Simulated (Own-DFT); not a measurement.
# A layer strained by its substrate: diamond-structure SiGeSn with randomly placed atoms, 64 atoms (Ge40Si16Sn8)

Calculated, not measured: single-point runs of Own-DFT, a retired in-house plane-wave DFT program that no person has reviewed, on unrelaxed cells, without spin or spin-orbit coupling.

All runs used: PBE; PseudoDojo norm-conserving scalar-relativistic files; cutoff 49 hartree; 3 x 3 x 3 k mesh centred on Gamma; Fermi-Dirac smearing of 0.1 eV.

Known weak points: forces on such cells moved up to 12 meV/angstrom on a denser k mesh; stress not checked against mesh or cutoff.

Unstrained cell vectors in Å: (11.410, 0.000, 0.000); (0.000, 11.410, 0.000); (0.000, 0.000, 11.410). The unstrained cell has measured lattice constants (interpolated for alloys), not those of this functional. That, the random moves and any unrelaxed bonds set the pressure at no strain. Each run strains x and y alike by e, as a substrate would, and holds the height along z. All atoms carry random offsets, Gaussian with a width of 0.05 Å per axis. The random placing of the alloy's atoms differs from row to row. Stress is positive in tension.

```
e (%),u (Å),(s_xx + s_yy)/2 (GPa),s_zz (GPa)
-2.75,0.051,-10.59,-8.81
-2.50,0.047,?,?
-1.50,0.054,-7.83,-6.81
-1.00,0.050,-6.72,-6.04
-0.75,0.053,-6.15,-5.52
-0.50,0.051,-5.82,-5.57
1.25,0.045,-2.53,-3.31
2.25,0.050,-1.01,-2.29
2.50,0.048,-0.63,-2.14
2.75,0.052,-0.41,-2.06
```

## Fit

With e as a fraction, the in-plane stress is -4.8 + 187 e - 934 e² GPa (errors 1 and 85, scatter 0.07), and s_zz is -4.7 + 124 e - 886 e² GPa (slope ± 2, scatter 0.12). At e = 0 the first slope is C11 + C12 and the second 2 C12, both with the ions held to the strained lattice and at the cell's own pressure. The term in e² is negative: the layer stiffens under compression and softens under tension. A free layer would change its height as e changes, and the in-plane slope would drop by 2 C12²/C11 to the biaxial modulus. At fixed height, a misfit of 1 % moves the in-plane stress by about 1.9 GPa and s_zz by 1.2 GPa.

## Prediction

Question: what are the two stresses at e = -2.50 %?

The fit gives -10.0 and -8.4 GPa. DFT gave -9.91 and -7.97 GPa. This run lies off the fit, by chance or by something that the fit leaves out.
